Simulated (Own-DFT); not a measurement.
# Point defects and the pressure they add: C40 NbSi2

The numbers are computed, not measured, by runs of the plane-wave DFT program Own-DFT (in-house, retired, unreviewed) at fixed positions, with no spin and no spin-orbit coupling.

Settings: PBE; PseudoDojo norm-conserving scalar-relativistic files; cutoff 42 hartree; 4 x 4 x 5 k mesh centred on Gamma; cold (Marzari-Vanderbilt) smearing of 0.2 eV.

Keep in mind: forces on such cells failed a check on a denser k mesh; stress not checked against mesh or cutoff.

All runs share one cell, with vectors in Å (0.000, 8.324, 0.000); (-9.613, 0.000, 0.000); (0.000, 0.000, 6.586) and a volume of 527.0 Å³. The atoms are randomly displaced, by u rms on each axis. The defect's site can differ from row to row.

```
                    cell   formula   u (Å)  P (GPa)
               no defect  Nb12Si24  0.0209     1.55
               no defect  Nb12Si24  0.0223     1.57
               no defect  Nb12Si24  0.0508     2.68
two Si on a Nb site each  Nb10Si26  0.0319        ?
two Si on a Nb site each  Nb10Si26  0.0321     1.62
two Si on a Nb site each  Nb10Si26  0.0450     1.97
two Si on a Nb site each  Nb10Si26  0.0451     1.93
          one Si vacancy  Nb12Si23  0.0289     1.15
          one Si vacancy  Nb12Si23  0.0301     1.07
          one Si vacancy  Nb12Si23  0.0469     1.72
two Nb on a Si site each  Nb14Si22  0.0327     7.75
two Nb on a Si site each  Nb14Si22  0.0472     8.29
two Nb on a Si site each  Nb14Si22  0.0523     8.69
```

## Working it out

P = P0 + c u² + a shift for each defect gives P0 = 1.35 GPa, c = 498 ± 31 GPa/Å² and a scatter of 0.08 GPa. The shifts, and each times the cell's volume:

- two Nb on a Si site each: 5.89 ± 0.07 GPa, 19.4 eV (9.7 eV for each of its 2 sites)
- two Si on a Nb site each: -0.36 ± 0.07 GPa, -1.2 eV (-0.6 eV for each of its 2 sites)
- one Si vacancy: -0.69 ± 0.06 GPa, -2.3 eV

A positive shift means that the defect pushes the cell outwards. Shift times volume (160.2 GPa Å³ is 1 eV) depends little on the cell's size, so, taken for each site, it can be compared between cells at like pressure. The atoms around the defects weren't relaxed, which would change these numbers.

## Check

Question: what pressure belongs in the blank (two Si on a Nb site each, u = 0.0319 Å)?

The fit gives 1.50 ± 0.09 GPa. The calculation gave 1.56 GPa.
